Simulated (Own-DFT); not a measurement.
# Same atoms, different arrangement: C16Si16, 32 atoms

Calculated, not measured: single-point runs of Own-DFT, a retired in-house plane-wave DFT program that no person has reviewed, on unrelaxed cells, without spin or spin-orbit coupling.

Method: PBE; PseudoDojo norm-conserving scalar-relativistic files; cutoff 42 hartree; 5 x 5 x 3 k mesh centred on Gamma; Fermi-Dirac smearing of 0.1 eV.

Known weak points: forces on such cells passed a denser k mesh, each cell not checked; stress not checked against mesh or cutoff.

All cells hold the same atoms in the same cell, with vectors in Å (6.165, 0.000, 0.000); (-3.083, 5.339, 0.000); (0.000, 0.000, 10.068). u is the rms random offset of the atoms per axis. Free energies are per cell, over the lowest run. The arrangements:

- A: 2H SiC
- B: 4H SiC

```
arrangement   u (Å)  E (eV)  P (GPa)
          A  0.0282   0.146     3.65
          A  0.0303   0.335     3.87
          A  0.0305   0.416     3.94
          A  0.0559   3.061     5.91
          A  0.0595   3.955     6.77
          A  0.0640   4.313     7.16
          B  0.0287   0.000     3.64
          B  0.0293   0.082     3.74
          B  0.0299   0.119     3.76
          B  0.0617   4.202     7.16
          B  0.0640   3.753     6.20
          B  0.0655   5.127     7.88
```

The question: what order do the arrangements take when the shaking is discounted?

## Answer

Fit E = a + b u², with one b for all and one a for each arrangement, and with residuals divided by u², since the noise grows with the moves. Then b = 1316 eV/Å², the scatter at u = 0.04 Å is 0.13 eV, and against A:

- B: -0.19 ± 0.05 eV (lower)

The cells share one lattice and weren't relaxed, which can shift such small differences either way.
